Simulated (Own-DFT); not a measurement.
# Short bonds, stiff crystals?

The numbers are computed, not measured, by runs of the plane-wave DFT program Own-DFT (in-house, retired, unreviewed) at fixed positions, with no spin and no spin-orbit coupling.

Keep in mind (not all hold for every row): forces on such cells moved up to 12 meV/angstrom on a denser k mesh; forces not confirmed at this smearing and k mesh; k mesh not checked against a denser one; forces on such cells passed a denser k mesh, each cell not checked; stress not checked against mesh or cutoff.

All runs are PBE with PseudoDojo norm-conserving files; cutoff and k mesh are each material's own. Every cell starts from measured lattice constants and was given uniform random strains and small random moves of its atoms. Each triple is the change of volume in per cent, the rms move u in Å and the pressure in GPa.

- 3C SiC (C48Si48), 10.36 Å³/atom unstrained: (-3.44, 0.051, 14.33); (-3.36, 0.047, 13.10); (-2.51, 0.054, 12.63); (-2.27, 0.051, 11.66); (-0.78, 0.054, 7.37); (0.09, 0.050, 4.92); (1.44, 0.045, 2.17)
- wurtzite AlN (Al36N36), 10.45 Å³/atom unstrained: (-2.77, 0.050, 12.56); (-2.22, 0.051, 11.23); (-0.69, 0.051, 7.34); (-0.43, 0.048, 6.52); (0.96, 0.049, 3.78); (1.11, 0.047, 3.05); (1.39, 0.052, 3.19)
- wurtzite GaN (Ga48N48), 11.42 Å³/atom unstrained: withheld
- diamond silicon (Si64), 20.02 Å³/atom unstrained: (-3.08, 0.047, 5.94); (-2.16, 0.051, 5.05); (-0.54, 0.050, 3.12); (-0.27, 0.050, 3.11); (0.42, 0.045, 2.27); (0.86, 0.047, 1.86); (1.02, 0.051, 1.81)
- zincblende GaP (Ga32P32), 20.24 Å³/atom unstrained: (-3.03, 0.050, 6.55); (-3.00, 0.051, 6.38); (-2.20, 0.054, 5.67); (-2.11, 0.051, 5.48); (-1.73, 0.047, 4.94); (2.75, 0.050, 1.09); (3.51, 0.048, 0.54)
- zincblende GaAs (As32Ga32), 22.58 Å³/atom unstrained: (-2.08, 0.051, 6.05); (-0.93, 0.053, 5.08); (-0.89, 0.051, 4.67); (0.04, 0.053, 4.09); (0.08, 0.047, 3.99); (0.49, 0.054, 3.74); (1.14, 0.049, 3.03)
- grey tin (Sn64), 34.15 Å³/atom unstrained: (-3.17, 0.049, 5.73); (-1.74, 0.055, 4.76); (0.02, 0.056, 3.80); (0.03, 0.051, 3.67); (0.90, 0.051, 3.31); (1.49, 0.050, 2.95); (2.10, 0.055, 2.75)

## What the rows give

Fit a line to each set against the fractional change of volume; B is minus its slope, and u is nearly the same within a set. To take it to zero pressure, assume that B rises by 4 GPa for each GPa: B0 = B - 4 x (mean pressure). The bond length of an ideal tetrahedral crystal with the unstrained volume v is d = (√3/4)(8 v)^(1/3). Cohen's empirical rule reads B0 = (1971 - 220 L) d^(-3.5) GPa, with L = 0 for group IV crystals and SiC and 1 for III-V compounds.

```
                  material  L  d (Å)   B (GPa)  mean P (GPa)  B0 (GPa)  rule (GPa)
          3C SiC (C48Si48)  0  1.888  250 ± 13           9.5  212 ± 13         213
    wurtzite AlN (Al36N36)  1  1.893   233 ± 9           6.8   206 ± 9         188
    wurtzite GaN (Ga48N48)  1  1.950         ?             ?         ?         169
    diamond silicon (Si64)  0  2.352   103 ± 3           3.3    90 ± 3          99
  zincblende GaP (Ga32P32)  1  2.360    91 ± 2           4.4    73 ± 2          87
zincblende GaAs (As32Ga32)  1  2.448    92 ± 5           4.4    74 ± 5          76
           grey tin (Sn64)  0  2.810    57 ± 2           3.9    42 ± 2          53
```

A line through ln[B0/(1971 - 220 L)] against ln d has a slope of -4.2 ± 0.2 and a scatter of 7 %. Against the rule, B0 stands at 99 % for 3C SiC, 110 % for wurtzite AlN, 91 % for diamond silicon, 84 % for zincblende GaP, 97 % for zincblende GaAs, 79 % for grey tin. PBE tends to make silicon and heavier crystals too soft, and the rule itself is only a guide.

## Test on the hidden row

Q: what B0 does the fitted trend give for wurtzite GaN (Ga48N48)?

From the line: 173 GPa. Its own runs give B = 195 ± 9 GPa at a mean pressure of 9.5 GPa, so B0 = 157 GPa.
